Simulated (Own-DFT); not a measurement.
# Biaxial strain at fixed height in wurtzite AlN, 72 atoms (Al36N36)

No measurement is shown. These are fixed-geometry runs of a retired plane-wave code named Own-DFT, which no person has reviewed; spin and spin-orbit coupling are neglected.

All runs used: PBE; PseudoDojo norm-conserving scalar-relativistic files; cutoff 42 hartree; 4 x 4 x 3 k mesh centred on Gamma; Gaussian smearing of 0.01 eV.

Known weak points: k mesh not checked against a denser one; stress not checked against mesh or cutoff.

Unstrained cell vectors in Å: (9.336, 0.000, 0.000); (-4.668, 8.085, 0.000); (0.000, 0.000, 9.964). The unstrained cell has measured lattice constants (interpolated for alloys), not those of this functional. That, the random moves and any unrelaxed bonds set the pressure at no strain. Each run strains x and y alike by e, as a substrate would, and holds the height along z. Each coordinate of each atom was shifted by a normal deviate of width 0.05 Å. Stress is positive in tension.

```
e (%)  u (Å)  (s_xx + s_yy)/2 (GPa)  s_zz (GPa)
-2.75  0.048                 -23.39      -10.75
-2.00  0.049                 -18.06       -9.28
-1.50  0.049                 -14.50       -7.44
-1.25  0.051                      ?           ?
-0.25  0.049                  -6.70       -6.43
 0.75  0.052                  -0.97       -6.23
 1.50  0.054                   1.33       -2.68
 2.00  0.049                   5.36       -4.78
 2.75  0.051                   8.26       -3.47
 3.00  0.049                   9.05       -1.22
```

## What the rows give

With e as a fraction, the in-plane stress is -5.4 + 571 e - 2882 e² GPa (errors 9 and 620, scatter 0.55), and s_zz is -6.3 + 139 e GPa (slope ± 18, scatter 1.07). At e = 0 the first slope is C11 + C12 and the second 2 C13, both with the ions held to the strained lattice and at the cell's own pressure. The term in e² is negative: the layer stiffens under compression and softens under tension. A free layer would change its height as e changes, and the in-plane slope would drop by 2 C13²/C33 to the biaxial modulus. At fixed height, a misfit of 1 % moves the in-plane stress by about 5.7 GPa and s_zz by 1.4 GPa.

## Withheld run

The question: what are the two stresses at e = -1.25 %?

The fit gives -13.0 and -8.1 GPa. The run itself gave -13.54 and -7.69 GPa.
